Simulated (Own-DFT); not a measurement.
SiC (2H silicon carbide, strained, atoms displaced) (calculated)

A calculation, not a measurement: plane-wave PBE density functional theory by an unreviewed code, no spin, of a simulated periodic cell, stress positive in tension, free energy of the whole cell less one offset for each atom, forces on such cells passed a denser k mesh, this cell's mesh not checked; offsets are fitted by least squares, one for each functional and potential file, so energies compare only between cells with the same atoms and settings and are not formation energies; the far tail of each file's local potential was reset to the Coulomb form; each entry is a single point on an unrelaxed cell, so the pressure reflects the starting lattice, mostly measured values (interpolated for alloys), from which strain is counted, and rises with the displacements; printed positions are rounded, which can move forces by about a meV/angstrom; the program, named Own-DFT, is a retired in-house code; no spin-orbit coupling. Program: Own-DFT development build.

Settings shared by all entries: functional PBE; potential files PseudoDojo norm-conserving, scalar-relativistic, standard set; wave cutoff 42 hartree; occupations Fermi-Dirac; smearing width 0.1 eV; hardware one NVIDIA H100; k mesh 4 x 4 x 3 centred on Gamma.

(1) 
```xyz
72
Lattice="9.1022 -0.1801 -0.0091 -4.7071 8.1005 -0.0106 -0.0099 -0.0191 9.9813" Properties=species:S:1:pos:R:3:force_x:R:1:force_y:R:1:force_z:R:1 formula=SiC free_energy_of_cell_above_offsets=-1.647 pressure=12.51 stress_xx=-16.26 stress_yy=-8.13 stress_zz=-13.13 stress_yz=-0.72 stress_xz=-1.02 stress_xy=-8.9 wall_time=353.5
Si     0.0055     0.0523     0.0443      0.463     -0.162     -3.688
Si     0.0020     1.7701     2.4809     -1.657      -0.17      0.336
C      0.0334     0.0579     1.7509      0.188     -0.998      4.724
C     -0.0042     1.7141     4.3566      0.194      1.559      0.384
Si     9.0151    -0.1542     5.0369      1.155     -1.415     -1.553
Si    -0.0726     1.7724     7.3544      1.268      0.149      2.404
C     -0.0022     0.0271     6.8777      1.577     -0.961     -0.363
C     -0.0433     1.7681     9.3513      0.724     -0.347     -1.378
Si     7.5511     2.4325     9.8731     -0.254      1.519      2.201
Si    -1.4959     4.4321     2.5260     -1.627      2.216      -1.11
C     -1.5380     2.7808     1.9324      0.154     -3.177     -2.082
C     -1.6048     4.4413     4.3422      0.552      0.947      1.209
Si    -1.5510     2.7058     5.0038     -0.105     -0.883     -0.844
Si    -1.5842     4.4293     7.4182     -1.836     -0.758      2.011
C      7.5055     2.4153     6.8516      0.552       2.26      -0.42
C     -1.5750     4.3900     9.4378     -1.122      1.317      -2.19
Si     5.9267     5.2216     0.0178      2.272     -0.056     -1.054
Si    -3.1849     7.1306     2.4629     -0.188      0.584      0.734
C     -3.1285     5.4002     1.8290     -0.015     -1.129      1.875
C     -3.2263     7.1730     4.3963      0.479      0.364      -0.32
Si     5.9545     5.1939     4.9267       3.35      1.699       1.06
Si    -3.1166     7.1142     7.4401     -1.716       0.19      0.726
C      5.9227     5.1207     6.7992      2.249      1.777       0.69
C     -3.1521     7.2553     9.3823     -4.039      -3.61     -2.223
Si    -1.7853     8.0004     9.9291      6.024      1.513      2.506
Si     2.9946     1.6362     2.5306     -0.494     -0.488      0.488
C     -1.5573     7.9334     1.9308     -4.851       2.98     -2.088
C      3.0490     1.7567     4.5159     -1.921     -2.605     -3.059
Si    -1.6449     7.9949     5.0169     -0.299      0.238     -0.306
Si     3.1176     1.6387     7.5206     -2.578      1.986     -1.485
C     -1.6110     8.0172     6.9113     -1.766      0.731     -1.393
C      3.0555     1.7289     9.3144     -3.083     -2.291      0.773
Si     1.5106     2.6024     9.9150     -1.143      1.033     -0.129
Si     1.5100     4.3339     2.4536      -1.76      1.715      0.398
C      1.4650     2.5686     1.8016      2.145      0.713       0.85
C      1.3559     4.4282     4.3614      3.365     -1.651       -0.6
Si     1.5813     2.6545     5.0073     -3.046      0.387      0.424
Si     1.3431     4.3914     7.5948      1.361      1.248      -2.29
C      1.4557     2.6939     6.8698      1.054     -1.341      0.484
C      1.3897     4.4989     9.3806      1.707     -2.615      0.948
Si    -0.0574     5.3500     9.9583     -2.049     -1.215      0.756
Si    -0.2039     7.0897     2.4672      4.713     -1.229       1.79
C     -0.0848     5.3695     1.8097      1.347     -0.835       1.49
C     -0.1041     7.1073     4.4180     -1.626     -0.463     -1.093
Si    -0.0219     5.3350     5.0078     -2.425      0.367      0.674
Si    -0.1879     7.2623     7.5626      3.328     -3.976     -0.824
C     -0.1653     5.3148     6.8966      2.306      1.761     -0.696
C     -0.1083     7.0176     9.3545     -1.233      3.309      0.739
Si     6.0714    -0.0316     9.9338      0.748     -4.239      1.644
Si     6.0648     1.6406     2.4437      0.452      1.653      2.075
C      6.1165    -0.0397     1.9644      -1.07     -2.248     -2.735
C      6.0227     1.6359     4.3731      0.125      0.751     -0.612
Si     6.0736    -0.1051     4.9242      1.059     -0.331      1.958
Si     6.0375     1.6733     7.5898     -0.273     -0.524     -6.257
C      6.1459    -0.0920     6.9984     -1.971     -0.059     -2.675
C      6.0131     1.5574     9.2292     -0.448      2.788      6.443
Si     4.4285     2.5082     9.9600      3.783      1.444      1.179
Si     4.4387     4.2556     2.4080      1.051      1.719      1.572
C      4.4866     2.4379     1.9038      0.225      1.795     -1.269
C      4.5351     4.4199     4.4719     -3.688      -4.12     -3.518
Si     4.4995     2.5364     4.9693      3.447       2.14       2.06
Si     4.4523     4.3598     7.4484      0.214     -1.678      1.873
C      4.5400     2.5646     6.9318      0.291      0.049     -1.398
C      4.4985     4.2804     9.3809     -1.599      0.377     -0.283
Si     2.9477     5.2683     0.0647      0.707      0.958     -2.383
Si     2.8852     7.0900     2.4220      0.823      0.296      0.906
C      2.9543     5.3409     1.8693      0.255     -1.966      0.585
C      2.8575     6.9953     4.3020      0.465      0.427      1.143
Si     3.0074     5.2081     5.0522     -1.784      1.479     -0.289
Si     2.9173     7.1022     7.4405      0.009     -1.914          2
C      3.0036     5.2485     6.9701     -2.737      1.126     -1.599
C      2.9803     7.0403     9.3563     -1.777      -0.11      0.094
```

Units: free_energy_of_cell_above_offsets in eV; pressure, stress_xx, stress_yy, stress_zz, stress_yz, stress_xz, stress_xy in GPa; wall_time in s; force_x, force_y, force_z in eV/Å.

(2) 
```xyz
72
Lattice="9.1021 0.0764 0.1263 -4.4849 7.9491 -0.0777 0.1375 -0.0183 10.0052" Properties=species:S:1:pos:R:3:force_x:R:1:force_y:R:1:force_z:R:1 formula=SiC free_energy_of_cell_above_offsets=-4.484 pressure=11.48 stress_xx=-15.81 stress_yy=-7.81 stress_zz=-10.84 stress_yz=-0.87 stress_xz=4.23 stress_xy=4.9 wall_time=338.7
Si     0.0492     0.0341     0.0236     -2.321      0.364     -1.606
Si     0.1117     1.7617     2.4034     -1.832      0.212      2.699
C     -4.4370     7.9362     1.7817     -0.867      0.482     -0.072
C      0.0449     1.7569     4.3816      0.218      0.949      0.487
Si     4.6333     8.0127     5.1130      0.605      0.393     -1.677
Si     0.1372     1.7984     7.4655     -1.089     -1.425      0.481
C      4.7321     7.9610     6.9672     -1.099      1.098     -0.217
C      0.1596     1.9052     9.2995     -0.373     -2.503      1.744
Si     7.5391     2.7391     0.1249      1.791      0.246      0.319
Si    -1.5181     4.5134     2.4454      3.575      -2.72      1.278
C      7.6249     2.6865     2.0102      0.113      1.249     -0.589
C     -1.4202     4.4988     4.3884      0.841     -2.038     -0.655
Si     7.5998     2.7606     5.1910      0.679     -0.931     -3.474
Si    -1.4665     4.4300     7.4555      3.157     -1.388      1.638
C      7.6862     2.7127     7.0167       1.18      1.292     -0.576
C     -1.3877     4.4250     9.3981      2.191     -1.026     -2.134
Si    -2.8177     5.2481     9.8522     -3.055      1.522      2.458
Si    -2.9517     7.1221     2.3331      0.625      -1.74      2.796
C     -2.9166     5.2912     1.8214     -2.952      1.539      -1.53
C     -2.8897     7.0926     4.3902     -0.897     -0.031     -1.443
Si    -2.8542     5.3408     4.9495     -2.024      0.491      0.446
Si    -2.8696     7.0453     7.4553      0.511      0.448      0.097
C      6.2250     5.3196     6.9818     -1.783       1.74      -0.79
C     -2.8658     7.0431     9.3587      1.579     -0.109     -0.962
Si    -1.4379     7.9559    -0.0104     -0.539      0.872     -0.113
Si     3.1160     1.8029     2.5429     -0.924     -0.477     -0.552
C      3.0432     0.0229     1.9463      1.595      0.374     -0.715
C      3.1152     1.7830     4.3364     -0.202      1.303      2.825
Si     3.1216     0.0227     5.0126     -0.306      0.801     -0.036
Si     3.0904     1.7410     7.5204      1.422      3.252       1.85
C      3.1609     0.1341     6.9159     -0.719      -4.57     -0.813
C      3.2343     1.7666     9.4413     -0.379      0.179     -0.364
Si     1.6984     2.6403    10.0028      0.148      0.221      0.663
Si     1.6038     4.3488     2.5776     -0.467      2.901     -2.166
C      1.5954     2.6922     1.9624      0.091     -1.438      -2.16
C      1.6334     4.5123     4.3457     -0.066     -1.176       2.74
Si     1.6189     2.7858     5.0843     -0.763     -2.886     -2.676
Si     1.6434     4.4790     7.4236      0.562     -2.322      3.338
C      1.5911     2.6757     6.9008        1.3      0.854     -0.243
C      1.6269     4.3667     9.4155      2.615      0.573     -1.711
Si     0.2141     5.2449     9.9348      -1.53      1.934      2.123
Si     0.1573     7.0547     2.4146     -0.836      0.806      1.149
C      0.0930     5.3413     1.8941     -0.202     -1.801     -1.093
C      0.1125     7.0419     4.3294     -0.287     -0.075      0.245
Si     0.0957     5.3037     5.0273      0.237      0.825      -0.87
Si     0.1123     7.0330     7.4930      0.895      2.344      0.661
C      0.1850     5.3032     6.9188     -2.981      0.353     -1.279
C      0.2240     7.1582     9.3979     -1.907     -3.261     -1.389
Si     1.6578     7.9306    10.0092      3.517      2.093     -0.158
Si     6.0898     1.7655     2.5503       0.42      0.765      0.211
C      1.6983     7.9464     1.8591     -1.771      0.732      0.024
C      6.0637     1.8532     4.3921      0.491     -0.724      2.335
Si     1.5844     7.8723     4.9955      0.791      2.626     -0.074
Si     6.2024     1.9027     7.4653     -1.914     -2.793      2.904
C      1.6541     7.9606     6.9245     -0.214      0.703     -1.267
C      6.2191     1.8970     9.5175      -0.37     -2.157     -1.893
Si     4.6303     2.7957     0.1228     -1.661     -2.085     -1.305
Si     4.6562     4.4879     2.5898     -0.601     -0.146     -1.312
C      4.5456     2.7063     1.9240      1.721      0.577      0.809
C      4.6930     4.4894     4.4203      0.441      0.975      0.639
Si     4.5740     2.8228     5.0832      0.849     -3.268     -1.436
Si     4.6966     4.4140     7.6001     -0.632      0.761     -0.965
C      4.6535     2.7291     6.9186     -0.715     -0.552      0.128
C      4.6514     4.4280     9.3986      2.704      0.359      0.787
Si     3.2339     5.2782     9.9987     -2.329      1.489       1.31
Si     3.1368     7.0742     2.5478       0.56      0.231     -2.291
C      3.0890     5.3425     1.9311       0.76     -0.996     -0.578
C      3.1170     7.0778     4.2943      0.933      0.054      4.159
Si     3.1790     5.2974     5.0081     -0.525      1.746      0.614
Si     3.1525     7.0914     7.5007      0.886      0.161      1.348
C      3.1542     5.2999     7.0120      1.318      0.742     -2.815
C      3.2424     7.0526     9.3785     -0.188      1.007      0.694
```

Units: free_energy_of_cell_above_offsets in eV; pressure, stress_xx, stress_yy, stress_zz, stress_yz, stress_xz, stress_xy in GPa; wall_time in s; force_x, force_y, force_z in eV/Å.

(3) 
```xyz
72
Lattice="9.3841 0.1584 -0.0421 -4.5549 7.9353 -0.0729 -0.0459 -0.1182 10.0663" Properties=species:S:1:pos:R:3:force_x:R:1:force_y:R:1:force_z:R:1 formula=SiC free_energy_of_cell_above_offsets=-3.928 pressure=3.28 stress_xx=1.4 stress_yy=-3.55 stress_zz=-7.68 stress_yz=-3.53 stress_xz=-2.4 stress_xy=10.18 wall_time=342.5
Si    -4.5336     7.7619     9.9610     -1.389      1.858       0.92
Si    -0.1269     1.6968     2.5658      2.988       0.56     -2.574
C     -4.4785     7.8659     1.8445     -3.428      1.107     -1.104
C     -0.0213     1.8631     4.3775      1.827     -3.165      0.631
Si    -0.0160    -0.0568     5.0728     -0.333     -0.624     -2.245
Si    -0.0681     1.6296     7.4726      1.148      1.799      1.836
C      4.8096     7.9665     6.8058     -0.748      0.147       0.11
C      0.0285     1.7334     9.4658     -1.409     -1.972     -1.373
Si     7.8078     2.8478     0.0086      1.246       -0.3      -4.28
Si    -1.5456     4.3704     2.5316      1.274      1.214     -0.762
C     -1.5247     2.6866     1.7673      -0.75     -1.559      4.533
C     -1.4598     4.3317     4.4014     -0.469      1.645     -0.687
Si    -1.4874     2.6210     4.9246     -3.524     -0.419      2.842
Si    -1.5902     4.2461     7.5067      2.445      2.079       0.62
C      7.8276     2.7283     6.8511     -0.059     -1.719     -0.771
C     -1.4800     4.3434     9.4053      -1.09     -0.844     -0.095
Si    -3.0667     5.1474     9.9671      0.618      0.526        1.3
Si    -3.0534     7.0091     2.4302      2.262        0.4      0.958
C     -3.0135     5.2932     1.8911     -0.983     -1.376     -1.369
C     -2.9863     6.9826     4.3143     -0.171      1.247      1.014
Si    -3.0207     5.2370     4.9935     -1.164     -0.922     -0.386
Si    -3.0809     6.9998     7.5037      1.908     -1.316     -1.839
C     -3.0266     5.1513     6.8619     -1.343       1.29      0.522
C     -3.0326     6.9417     9.3019      0.764      0.178       1.49
Si     3.1362    -0.0387     9.9890     -0.802     -1.642      1.682
Si     3.0646     1.7326     2.5267      1.756      0.956     -2.268
C     -1.3860     7.9425     1.7980     -1.391     -0.318     -0.737
C      3.0864     1.7524     4.2999      0.501      0.378      2.814
Si     3.1197     0.0549     5.0254      -0.06     -2.034     -1.347
Si     3.0927     1.7725     7.5723        1.5     -0.063     -1.158
C      3.1084    -0.0209     6.8594     -2.378      1.172      1.137
C      3.1784     1.6928     9.4524     -0.766          1      -1.34
Si     1.5915     2.5561     9.9743     -0.305      0.671      1.615
Si     1.5259     4.4508     2.3976      4.539     -2.492       1.78
C      1.6556     2.6187     1.8242     -2.134      0.865      0.259
C      1.6014     4.3959     4.4224      0.334      0.233     -1.822
Si     1.5832     2.6514     5.0413      0.221      0.016     -1.668
Si     1.6141     4.3867     7.4637      0.085       0.66      0.904
C      1.5934     2.6111     6.8553     -0.955     -0.775      1.327
C      1.5370     4.3617     9.4078      3.259     -0.587     -1.162
Si     0.0778     5.1914     9.9841     -1.256      0.525      0.807
Si     0.0831     7.0789     2.4394      1.157     -0.501      0.404
C      0.1291     5.2543     1.8575      -3.67        2.2     -1.366
C      0.1640     7.0499     4.3196     -1.168      0.274      0.492
Si     0.0919     5.2564     5.0081      -0.36      0.783      0.294
Si    -0.0561     7.0446     7.4379      3.878     -0.839      0.602
C      0.0919     5.2722     6.9217     -1.822     -0.749      -1.02
C      0.0817     6.9595     9.3390     -0.189      0.934      0.281
Si     1.6085     8.0372    -0.0390      1.378      0.308     -1.809
Si     6.2609     1.9284     2.4006      0.746     -1.027      1.946
C      1.7353     8.0083     1.8356     -3.549      1.876      -1.66
C      6.2033     1.8981     4.4560      4.001     -2.353     -2.696
Si     1.6638     7.9542     5.0256      0.811      0.502     -2.613
Si     6.2700     1.8165     7.5228     -0.464     -0.555     -1.334
C      1.6062     7.9584     6.8020      0.764     -0.243       2.59
C      6.1818     1.8559     9.3668      1.926     -1.785      1.019
Si     4.6921     2.6422     9.9742     -0.456      1.078      1.674
Si     4.7119     4.5115     2.4751      1.386     -0.014     -0.002
C      4.7926     2.7546     1.8509     -2.421     -0.137     -1.093
C      4.7146     4.4479     4.3406      0.557     -0.061      0.244
Si     4.7164     2.5743     4.9484     -2.566      3.766      1.252
Si     4.7794     4.3625     7.4937     -0.663      4.695     -0.451
C      4.7433     2.7889     6.9002     -1.104     -5.711     -1.449
C      4.7668     4.4459     9.3530     -0.559     -0.361      0.202
Si     3.2905     5.4604    -0.0533     -1.383     -1.663     -1.079
Si     3.1195     7.1637     2.3577      4.873     -1.989      1.625
C      3.2767     5.3784     1.7575     -2.198      0.301      1.165
C      3.2423     7.1098     4.2354      -0.36      0.581       1.58
Si     3.1458     5.3069     4.9380      1.057      0.473     -0.905
Si     3.3310     6.9925     7.4929     -2.923      0.896     -1.639
C      3.1657     5.2908     6.7635      0.854     -0.455      2.269
C      3.1820     7.0359     9.3097      0.704      1.376      1.364
```

Units: free_energy_of_cell_above_offsets in eV; pressure, stress_xx, stress_yy, stress_zz, stress_yz, stress_xz, stress_xy in GPa; wall_time in s; force_x, force_y, force_z in eV/Å.
